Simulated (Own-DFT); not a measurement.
# Computed records: Al32O47 (corundum with one vacancy, atoms displaced)

Computed with Own-DFT development build. A calculation, not a measurement: plane-wave PBE density functional theory by an unreviewed code, no spin, of a simulated periodic cell, stress positive in tension, free energy of the whole cell less one offset for each atom, defect cell not probed for a lower state with spin; oxygen file: force components 24 meV/angstrom off all-electron in one glass; forces on such cells passed a denser k mesh, this cell's mesh not checked; offsets are fitted by least squares, one for each functional and potential file, so energies compare only between cells with the same atoms and settings and are not formation energies; the far tail of each file's local potential was reset to the Coulomb form; each entry is a single point on an unrelaxed cell, so the pressure reflects the starting lattice, mostly measured values, from which strain is counted, and rises with the displacements; printed positions are rounded, which can move forces by about a meV/angstrom; the program is a retired in-house code; no spin-orbit coupling; before rounding, a Quantum ESPRESSO 7.3.1 run of the same cell and cutoff gave forces within 1 meV/angstrom rms on each cell, which checks the program and not the settings.

Common to all runs: functional PBE; potential files PseudoDojo norm-conserving, scalar-relativistic, standard set; wave cutoff 72 hartree; occupations Fermi-Dirac; smearing width 0.1 eV; k mesh 3 x 3 x 3 centred on Gamma.

```yaml
- entry: 1
  formula: Al32O47
  kind: "corundum with one vacancy, atoms displaced"
  structure:
    cell_angstrom:
      - [5.494, 0.0, 8.6604]
      - [-2.747, 4.7579, 8.6604]
      - [-2.747, -4.7579, 8.6604]
    atoms_fractional:
      - [Al, 0.18575, 0.17446, 0.17706]
      - [Al, 0.3255, 0.32757, 0.32044]
      - [Al, 0.42885, 0.43398, 0.42535]
      - [Al, 0.07737, 0.0722, 0.07497]
      - [O, 0.2885, 0.46404, 0.12984]
      - [O, 0.47264, 0.13344, 0.27018]
      - [O, 0.14069, 0.26313, 0.46435]
      - [O, 0.20855, 0.02259, 0.37991]
      - [O, 0.02951, 0.37748, 0.2197]
      - [O, 0.37458, 0.22233, 0.02494]
      - [Al, 0.16978, 0.17371, 0.68259]
      - [Al, 0.32978, 0.32767, 0.81973]
      - [Al, 0.43074, 0.44368, 0.91631]
      - [Al, 0.06415, 0.06902, 0.58072]
      - [O, 0.28935, 0.46461, 0.62518]
      - [O, 0.47754, 0.11826, 0.78017]
      - [O, 0.13032, 0.27135, 0.97353]
      - [O, 0.22572, 0.0301, 0.87838]
      - [O, 0.02637, 0.3723, 0.73887]
      - [O, 0.37639, 0.22617, 0.52603]
      - [Al, 0.19196, 0.67513, 0.17629]
      - [Al, 0.32286, 0.8202, 0.33845]
      - [Al, 0.42204, 0.92749, 0.42584]
      - [Al, 0.05602, 0.57714, 0.08568]
      - [O, 0.27238, 0.98212, 0.12485]
      - [O, 0.47143, 0.62643, 0.28509]
      - [O, 0.12873, 0.76925, 0.48515]
      - [O, 0.21603, 0.53646, 0.36611]
      - [O, 0.03604, 0.88494, 0.21265]
      - [O, 0.37403, 0.71573, 0.02832]
      - [Al, 0.18121, 0.67788, 0.67645]
      - [Al, 0.32642, 0.81865, 0.82174]
      - [Al, 0.42774, 0.92841, 0.92416]
      - [Al, 0.07408, 0.57563, 0.57107]
      - [O, 0.29197, 0.96726, 0.624]
      - [O, 0.47405, 0.6209, 0.77922]
      - [O, 0.12366, 0.77872, 0.97122]
      - [O, 0.22665, 0.52531, 0.87721]
      - [O, 0.02315, 0.87461, 0.72097]
      - [O, 0.37101, 0.72662, 0.52614]
      - [Al, 0.66987, 0.17496, 0.18552]
      - [Al, 0.82853, 0.32977, 0.32273]
      - [Al, 0.92072, 0.4377, 0.41767]
      - [Al, 0.577, 0.07048, 0.06507]
      - [O, 0.77119, 0.48045, 0.12002]
      - [O, 0.96407, 0.13169, 0.27784]
      - [O, 0.62544, 0.2736, 0.46999]
      - [O, 0.72873, 0.02525, 0.37294]
      - [O, 0.5263, 0.37446, 0.22237]
      - [O, 0.86838, 0.23069, 0.03283]
      - [Al, 0.68437, 0.17509, 0.67876]
      - [Al, 0.83462, 0.32469, 0.81726]
      - [Al, 0.92507, 0.42662, 0.92396]
      - [Al, 0.57629, 0.07287, 0.5717]
      - [O, 0.97515, 0.12148, 0.77673]
      - [O, 0.62075, 0.27924, 0.97295]
      - [O, 0.73026, 0.02776, 0.87139]
      - [O, 0.52586, 0.3717, 0.72841]
      - [O, 0.86787, 0.23792, 0.52578]
      - [Al, 0.6852, 0.67325, 0.16908]
      - [Al, 0.82728, 0.81894, 0.31855]
      - [Al, 0.9209, 0.93858, 0.42138]
      - [Al, 0.57439, 0.57502, 0.06535]
      - [O, 0.78876, 0.96799, 0.11976]
      - [O, 0.97951, 0.62273, 0.27688]
      - [O, 0.62721, 0.78086, 0.46425]
      - [O, 0.73001, 0.519, 0.38026]
      - [O, 0.53594, 0.87551, 0.2118]
      - [O, 0.87737, 0.72138, 0.0276]
      - [Al, 0.68666, 0.6765, 0.67807]
      - [Al, 0.81885, 0.82563, 0.83042]
      - [Al, 0.92364, 0.92493, 0.93094]
      - [Al, 0.57673, 0.57365, 0.57474]
      - [O, 0.773, 0.97724, 0.6167]
      - [O, 0.97663, 0.63542, 0.76758]
      - [O, 0.63073, 0.76596, 0.9754]
      - [O, 0.72954, 0.52852, 0.87256]
      - [O, 0.53337, 0.86672, 0.72302]
      - [O, 0.88516, 0.72226, 0.51919]
  results:
    "free_energy_of_cell_above_offsets [eV]": "-52.839"
    "pressure [GPa]": 9.36
    "stress_xx [GPa]": -9.24
    "stress_yy [GPa]": -11.64
    "stress_zz [GPa]": -7.21
    "stress_yz [GPa]": -0.32
    "stress_xz [GPa]": -0.27
    "stress_xy [GPa]": -0.49
    force_element: [Al, Al, Al, Al, O, O, O, O, O, O, Al, Al, Al, Al, O, O, O, O, O, O, Al, Al, Al, Al, O, O, O, O, O, O, Al, Al, Al, Al, O, O, O, O, O, O, Al, Al, Al, Al, O, O, O, O, O, O, Al, Al, Al, Al, O, O, O, O, O, Al, Al, Al, Al, O, O, O, O, O, O, Al, Al, Al, Al, O, O, O, O, O, O]
    "force_x [eV/angstrom]": [-0.441, 0.131, 0.888, -0.806, -0.749, 0.571, -2.151, 0.445, -0.284, 0.761, 1.953, -0.557, -0.793, 0.586, -1.067, 0.098, -0.938, 0.642, 1.945, -0.603, -2.224, 0.391, 0.377, 3.821, 1.73, 0.252, 0.034, -0.089, 0.069, 1.781, -0.94, -0.642, -0.727, 0.451, -0.894, 0.633, 0.396, -0.939, -0.26, 1.36, 0.937, -0.036, 0.962, -1.827, 0.772, 0.155, 0.197, -0.536, -0.183, 0.605, -0.997, -1.875, 0.293, -0.855, -0.057, 1.469, 0.03, 1.13, 1.169, -1.733, -0.153, 1.494, -0.119, -1.307, -0.572, -0.017, -1.469, -0.676, -0.923, 0.595, 1.622, 1.382, 0.018, 0.148, -0.723, -1.078, -0.574, -0.556, -0.93]
    "force_y [eV/angstrom]": [0.966, -1.216, -1.105, 1.618, 2.294, -1.958, -0.037, -0.34, -0.441, -0.5, 0.704, -1.791, -4.863, 1.63, 0.747, 0.485, 1.306, 0.353, 1.64, -0.429, 1.17, 1.816, 1.115, 0.908, -1.767, 0.696, 1.88, -3.023, -2.31, 1.515, -1.271, 0.114, -0.318, -0.15, -0.049, 2.903, -0.077, 0.746, 0.058, -0.757, 1.162, -0.639, -2.704, 0.796, -1.261, 0.163, 0.806, -0.116, 0.862, -0.55, 1.047, -0.493, -0.781, 0.441, 0.133, 0.584, -0.313, 1.343, -1.787, -0.829, 0.361, -0.717, -1.532, -0.221, 0.373, -0.787, 2.246, -0.879, 0.347, 0.523, 1.021, 0.454, 0.008, -1.706, -2.056, 1.753, 0.59, 0.297, -0.203]
    "force_z [eV/angstrom]": [-1.745, 0.511, -1.25, 1.169, -1.119, -1.085, 0.009, 1.85, -0.269, 0.688, 0.756, -0.583, -1.966, 0.956, -0.227, 0.628, 0.357, -1.54, -1.635, -0.494, -2.675, -2.456, 1.266, 1.596, 0.076, -0.099, -1.099, 2.168, -1.343, 1.582, -1.345, 0.867, 0.159, 1.111, -0.96, 1.269, 0.036, 0.171, 1.071, 1.856, -0.323, -2.558, 1.992, 1.775, 1.185, 0.994, 1.434, -0.968, 1.091, -0.94, -2.089, -0.915, 2.003, 0.238, 0.229, 0.505, -0.556, 0.706, 0.007, -0.813, 1.507, -0.243, 0.647, 0.039, -0.488, -0.212, -0.732, 0.086, -0.49, -1.11, -1.387, 0.461, 0.195, 1.926, -0.63, 0.072, -0.693, 0.521, -0.729]
- entry: 2
  formula: Al32O47
  kind: "corundum with one vacancy, atoms displaced"
  structure:
    cell_angstrom:
      - [5.494, 0.0, 8.6604]
      - [-2.747, 4.7579, 8.6604]
      - [-2.747, -4.7579, 8.6604]
    atoms_fractional:
      - [Al, 0.18523, 0.17151, 0.16641]
      - [Al, 0.32968, 0.32945, 0.32201]
      - [Al, 0.42338, 0.42826, 0.41944]
      - [Al, 0.08228, 0.07635, 0.06596]
      - [O, 0.27314, 0.47827, 0.1228]
      - [O, 0.4648, 0.12577, 0.28629]
      - [O, 0.13626, 0.28242, 0.46698]
      - [O, 0.21882, 0.03129, 0.37438]
      - [O, 0.0302, 0.37239, 0.2223]
      - [O, 0.37422, 0.22561, 0.02495]
      - [Al, 0.1823, 0.17181, 0.6813]
      - [Al, 0.33712, 0.31736, 0.81723]
      - [Al, 0.43771, 0.41774, 0.91828]
      - [Al, 0.07658, 0.07462, 0.5745]
      - [O, 0.284, 0.46824, 0.62541]
      - [O, 0.47245, 0.13326, 0.77568]
      - [O, 0.22087, 0.03192, 0.87883]
      - [O, 0.02685, 0.36697, 0.73492]
      - [O, 0.36604, 0.22541, 0.52579]
      - [Al, 0.18038, 0.67054, 0.17791]
      - [Al, 0.32818, 0.82216, 0.32295]
      - [Al, 0.4287, 0.92466, 0.42696]
      - [Al, 0.0878, 0.56328, 0.07483]
      - [O, 0.26927, 0.97617, 0.13437]
      - [O, 0.47008, 0.62936, 0.28223]
      - [O, 0.13387, 0.77363, 0.46622]
      - [O, 0.22626, 0.52129, 0.37015]
      - [O, 0.03108, 0.88386, 0.21966]
      - [O, 0.36998, 0.72532, 0.03456]
      - [Al, 0.18256, 0.68462, 0.67016]
      - [Al, 0.33239, 0.81492, 0.81557]
      - [Al, 0.43797, 0.91583, 0.91585]
      - [Al, 0.07503, 0.56523, 0.57366]
      - [O, 0.28382, 0.97687, 0.60913]
      - [O, 0.45825, 0.63238, 0.78726]
      - [O, 0.13413, 0.76691, 0.96736]
      - [O, 0.23392, 0.53027, 0.86237]
      - [O, 0.03963, 0.87344, 0.71404]
      - [O, 0.3848, 0.71733, 0.52275]
      - [Al, 0.68616, 0.17538, 0.16662]
      - [Al, 0.81896, 0.31263, 0.32744]
      - [Al, 0.93606, 0.42144, 0.41461]
      - [Al, 0.56456, 0.07839, 0.08255]
      - [O, 0.78798, 0.47237, 0.12709]
      - [O, 0.95935, 0.1286, 0.28312]
      - [O, 0.62857, 0.26674, 0.47841]
      - [O, 0.73458, 0.01778, 0.38393]
      - [O, 0.52711, 0.37614, 0.2163]
      - [O, 0.8772, 0.22758, 0.02522]
      - [Al, 0.67822, 0.17252, 0.67467]
      - [Al, 0.82362, 0.32394, 0.82742]
      - [Al, 0.91929, 0.4317, 0.93113]
      - [Al, 0.57301, 0.06728, 0.57371]
      - [O, 0.77788, 0.46307, 0.6261]
      - [O, 0.96434, 0.12482, 0.77776]
      - [O, 0.62749, 0.28676, 0.96244]
      - [O, 0.72553, 0.02196, 0.8706]
      - [O, 0.52196, 0.37344, 0.72429]
      - [O, 0.88493, 0.22205, 0.50737]
      - [Al, 0.67774, 0.67718, 0.17725]
      - [Al, 0.81362, 0.82108, 0.32517]
      - [Al, 0.94056, 0.91708, 0.41762]
      - [Al, 0.58092, 0.56094, 0.07823]
      - [O, 0.7742, 0.96763, 0.12833]
      - [O, 0.97259, 0.62321, 0.27419]
      - [O, 0.62702, 0.78176, 0.46433]
      - [O, 0.72542, 0.53678, 0.36134]
      - [O, 0.54204, 0.86866, 0.21461]
      - [O, 0.88234, 0.71567, 0.02069]
      - [Al, 0.67556, 0.68378, 0.67918]
      - [Al, 0.81824, 0.82381, 0.82997]
      - [Al, 0.91887, 0.92724, 0.91825]
      - [Al, 0.58054, 0.56852, 0.58317]
      - [O, 0.78138, 0.96883, 0.63066]
      - [O, 0.97406, 0.62341, 0.78344]
      - [O, 0.62895, 0.77094, 0.96838]
      - [O, 0.72169, 0.524, 0.88298]
      - [O, 0.525, 0.87416, 0.7205]
      - [O, 0.87245, 0.72032, 0.52908]
  results:
    "free_energy_of_cell_above_offsets [eV]": "-51.994"
    "pressure [GPa]": 9.59
    "stress_xx [GPa]": -10.35
    "stress_yy [GPa]": -9.55
    "stress_zz [GPa]": -8.88
    "stress_yz [GPa]": -1.09
    "stress_xz [GPa]": 0.62
    "stress_xy [GPa]": -0.68
    force_element: [Al, Al, Al, Al, O, O, O, O, O, O, Al, Al, Al, Al, O, O, O, O, O, Al, Al, Al, Al, O, O, O, O, O, O, Al, Al, Al, Al, O, O, O, O, O, O, Al, Al, Al, Al, O, O, O, O, O, O, Al, Al, Al, Al, O, O, O, O, O, O, Al, Al, Al, Al, O, O, O, O, O, O, Al, Al, Al, Al, O, O, O, O, O, O]
    "force_x [eV/angstrom]": [-2.494, -0.29, -0.296, -1.692, 2.283, 1.742, -1.796, 1.274, 1.394, 1.004, -1.037, -3.801, -2.911, 0.166, 0.093, 1.957, 1.958, 0.368, 2.144, -1.218, -0.636, 0.189, -0.712, 2.203, 1.589, -0.434, -1.133, 1.071, 1.525, 0.407, -4.696, -2.376, -0.297, -1.286, 5.135, -1.311, -0.6, -1.312, -0.203, -0.371, 0.149, -0.421, 1.167, -1.14, 2.238, -1.33, -1.173, 0.633, -0.466, 0.947, 1.471, 2.257, 0.283, -0.488, 0.512, -0.064, -1.499, 2.077, -1.461, 1.384, 2.209, -1.499, -1.598, -0.159, -0.605, -1.247, -0.682, -2.254, -0.584, 1.421, 1.897, 1.374, 0.536, 0.232, 0.25, -0.661, 0.113, -0.38, 0.96]
    "force_y [eV/angstrom]": [0.119, -0.482, -1.136, -0.466, -1.318, 1.204, -0.696, -0.162, 0.681, -0.585, 0.708, 0.851, 0.621, 1.096, 0.938, -2.383, 0.595, 1.324, -0.601, 1.897, 0.333, 0.528, 1.467, 0.426, -0.599, -0.727, 0.106, -0.973, 0.121, -1.443, 0.89, -0.567, -0.421, -2.361, -1.061, 1.329, -1.071, 0.365, 0.203, -1.601, 1.291, -0.363, -0.33, 0.091, -0.081, 1.367, 1.629, -0.917, -0.878, 0.506, 0.858, -0.257, 1.504, 0.314, 0.171, -1.911, -0.019, 0.665, -1.92, 0.021, 0.489, 0.218, 1.564, 1.356, 0.271, -1.964, -2.815, 1.028, 0.323, -1.013, -0.081, -1.527, 1.579, 0.018, 0.667, -0.077, 1.387, 0.317, -0.629]
    "force_z [eV/angstrom]": [0.277, -2.676, 2.364, 1.287, 0.63, 0.088, -1.312, -0.001, -0.141, 0.993, -1.282, -0.152, -0.209, -0.648, -1.407, -2.507, -1.194, -0.434, 2.131, -0.591, 0.506, -1.651, -1.645, -0.785, -1.759, -0.307, 1.516, -2.006, 0.197, -1.56, 0.809, 1.479, 1.663, 1.98, -1.375, 0.651, 0.318, 0.455, 0.823, 0.404, 1.986, -0.358, -0.736, -1.949, -0.684, -1.252, -2.415, 0.435, -0.918, 0.006, -0.127, 1.258, 1.69, 0.916, 0.715, -0.068, 1.158, 1.384, 1.428, -0.701, 1.604, 0.97, 1.516, 0.343, 1.15, 0.16, 1.348, 0.619, 0.763, -0.968, -0.534, 1.08, -2.018, -1.187, -0.943, -0.139, -0.997, 0.36, 0.177]
- entry: 3
  formula: Al32O47
  kind: "corundum with one vacancy, atoms displaced"
  structure:
    cell_angstrom:
      - [5.494, 0.0, 8.6604]
      - [-2.747, 4.7579, 8.6604]
      - [-2.747, -4.7579, 8.6604]
    atoms_fractional:
      - [Al, 0.18431, 0.17336, 0.17477]
      - [Al, 0.31693, 0.33292, 0.31678]
      - [Al, 0.4123, 0.43385, 0.42861]
      - [Al, 0.0734, 0.07275, 0.07233]
      - [O, 0.27689, 0.46704, 0.12613]
      - [O, 0.46676, 0.12884, 0.27279]
      - [O, 0.11469, 0.27797, 0.48632]
      - [O, 0.23094, 0.02477, 0.37373]
      - [O, 0.03534, 0.36922, 0.2196]
      - [Al, 0.17604, 0.17403, 0.67787]
      - [Al, 0.32117, 0.3281, 0.82334]
      - [Al, 0.43516, 0.42136, 0.90887]
      - [Al, 0.08799, 0.06418, 0.57579]
      - [O, 0.27584, 0.47202, 0.62226]
      - [O, 0.47418, 0.12477, 0.77481]
      - [O, 0.12932, 0.27225, 0.97176]
      - [O, 0.22854, 0.02008, 0.87493]
      - [O, 0.02787, 0.37751, 0.72443]
      - [O, 0.36753, 0.22645, 0.53234]
      - [Al, 0.18258, 0.66586, 0.16734]
      - [Al, 0.33175, 0.80888, 0.33449]
      - [Al, 0.43417, 0.92621, 0.42168]
      - [Al, 0.07876, 0.571, 0.07345]
      - [O, 0.28006, 0.98366, 0.11159]
      - [O, 0.47287, 0.6193, 0.28297]
      - [O, 0.13298, 0.78323, 0.46372]
      - [O, 0.22141, 0.52231, 0.37308]
      - [O, 0.03646, 0.8686, 0.2144]
      - [O, 0.38105, 0.71439, 0.03268]
      - [Al, 0.17314, 0.67484, 0.67646]
      - [Al, 0.32004, 0.82338, 0.82664]
      - [Al, 0.42644, 0.9321, 0.92024]
      - [Al, 0.06594, 0.56963, 0.5869]
      - [O, 0.29261, 0.96623, 0.62074]
      - [O, 0.47217, 0.61666, 0.78604]
      - [O, 0.12634, 0.7756, 0.97512]
      - [O, 0.22262, 0.52098, 0.87588]
      - [O, 0.02683, 0.87983, 0.72345]
      - [O, 0.36938, 0.72563, 0.52594]
      - [Al, 0.67759, 0.17646, 0.16803]
      - [Al, 0.83477, 0.32123, 0.31985]
      - [Al, 0.93092, 0.43046, 0.41591]
      - [Al, 0.56799, 0.08326, 0.0734]
      - [O, 0.78223, 0.4664, 0.12161]
      - [O, 0.9724, 0.12795, 0.26999]
      - [O, 0.62353, 0.28355, 0.46751]
      - [O, 0.72307, 0.02912, 0.37975]
      - [O, 0.53355, 0.37313, 0.21985]
      - [O, 0.85722, 0.22967, 0.03358]
      - [Al, 0.67775, 0.17768, 0.67672]
      - [Al, 0.82632, 0.33275, 0.82309]
      - [Al, 0.92308, 0.42814, 0.92603]
      - [Al, 0.56558, 0.06897, 0.58487]
      - [O, 0.76914, 0.47928, 0.62008]
      - [O, 0.97844, 0.12597, 0.7738]
      - [O, 0.61989, 0.27234, 0.98245]
      - [O, 0.72591, 0.02446, 0.87154]
      - [O, 0.52595, 0.36472, 0.72553]
      - [O, 0.87623, 0.23455, 0.52487]
      - [Al, 0.68068, 0.66946, 0.1752]
      - [Al, 0.84016, 0.81081, 0.32121]
      - [Al, 0.92512, 0.93789, 0.42552]
      - [Al, 0.58224, 0.5726, 0.068]
      - [O, 0.78514, 0.96979, 0.12087]
      - [O, 0.97193, 0.62652, 0.27443]
      - [O, 0.62451, 0.78074, 0.47233]
      - [O, 0.71838, 0.52187, 0.38337]
      - [O, 0.52662, 0.88521, 0.22473]
      - [O, 0.88148, 0.71998, 0.0298]
      - [Al, 0.67568, 0.67904, 0.6753]
      - [Al, 0.82945, 0.82564, 0.82158]
      - [Al, 0.92214, 0.9344, 0.92084]
      - [Al, 0.5779, 0.57794, 0.5676]
      - [O, 0.78058, 0.9767, 0.61954]
      - [O, 0.97361, 0.6311, 0.76832]
      - [O, 0.62304, 0.78419, 0.9715]
      - [O, 0.72425, 0.52481, 0.87618]
      - [O, 0.53916, 0.87837, 0.71525]
      - [O, 0.86398, 0.72783, 0.5322]
  results:
    "free_energy_of_cell_above_offsets [eV]": "-53.805"
    "pressure [GPa]": 8.55
    "stress_xx [GPa]": -7.88
    "stress_yy [GPa]": -9.05
    "stress_zz [GPa]": -8.73
    "stress_yz [GPa]": -1.1
    "stress_xz [GPa]": 1.13
    "stress_xy [GPa]": -0.95
    force_element: [Al, Al, Al, Al, O, O, O, O, O, Al, Al, Al, Al, O, O, O, O, O, O, Al, Al, Al, Al, O, O, O, O, O, O, Al, Al, Al, Al, O, O, O, O, O, O, Al, Al, Al, Al, O, O, O, O, O, O, Al, Al, Al, Al, O, O, O, O, O, O, Al, Al, Al, Al, O, O, O, O, O, O, Al, Al, Al, Al, O, O, O, O, O, O]
    "force_x [eV/angstrom]": [1.521, 1.229, 2.962, 0.036, 0.188, -0.44, 1.503, -1.211, -0.789, 0.414, 0.786, -1.074, -0.964, -1.189, -0.587, -1.072, -0.71, -0.256, 0.442, -0.538, -0.013, -0.221, 0.21, 0.117, 0.407, -1.589, -1.266, -0.553, -0.043, 0.329, 0.918, -0.058, 0.93, -1.092, -0.184, 0.262, -0.392, 1.024, 0.905, -1.848, -1.664, -0.828, -0.16, -0.564, 0.256, 0.049, 0.391, -0.815, 3.431, 1.158, 0.045, 0.911, 1.176, 0.741, -0.759, 0.967, -0.693, -0.539, 0.694, -0.86, -2.753, 0.343, -1.486, -0.564, 1.159, 0.464, 1.018, 1.768, -0.268, -0.443, -1.103, 0.083, -0.77, -0.138, -0.744, 1.023, 0.012, -0.974, 2.342]
    "force_y [eV/angstrom]": [0.029, -2.418, -0.705, -0.385, 1.189, -0.185, 1.419, 0.096, 0.705, 0.46, -1.123, -1.994, 1.783, -0.376, 0.086, 1.384, 0.744, -1.095, -0.302, 0.364, 3.023, 0.644, 0.377, -1.965, 1.025, -0.978, 0.369, -0.22, 0.99, 0.633, -0.369, -1.148, 2.829, -0.225, 1.374, 0.642, 0.864, -0.651, -1.723, -2.576, -0.986, -2.027, -0.222, 0.499, -0.13, -0.373, 0.722, 0.299, 0.805, 0.759, -0.478, -0.737, 4.001, -1.149, -0.679, 2.44, 0.012, 1.613, -1.48, 0.518, 1.693, -0.311, -1.154, -0.27, -0.988, -0.241, 2.159, -1.174, -0.035, 0.134, 0.383, -0.968, -0.399, -1.053, -1.019, -0.756, 1.341, -2.836, -0.506]
    "force_z [eV/angstrom]": [-0.383, 0.886, -0.623, 0.258, -0.901, 1.19, 0.025, -0.215, 0.507, 0.365, -1.09, 1.035, -0.353, 0.869, 0.407, -0.647, -0.449, -0.672, -0.179, 2.435, -0.074, -0.101, -0.609, 0.511, 0.487, -1.124, 0.543, 0.389, -0.614, 0.436, 0.449, 0.303, -0.724, -0.195, 0.212, -0.884, 0.235, -0.595, 1.211, 0.798, -0.986, -0.05, -1.241, 1.321, 0.754, 0.434, -1.081, -0.446, 1.442, -1.4, -2.039, 0.579, 1.048, 1.438, 0.358, -0.326, 0.78, 1.294, -1.066, 0.714, 1.351, -1.607, -0.229, 0.192, -0.796, -0.226, -0.526, -1.915, -1.179, -0.592, -0.556, 0.56, -0.135, 1.213, 0.457, 0.143, -0.099, -1.531, 0.83]
```
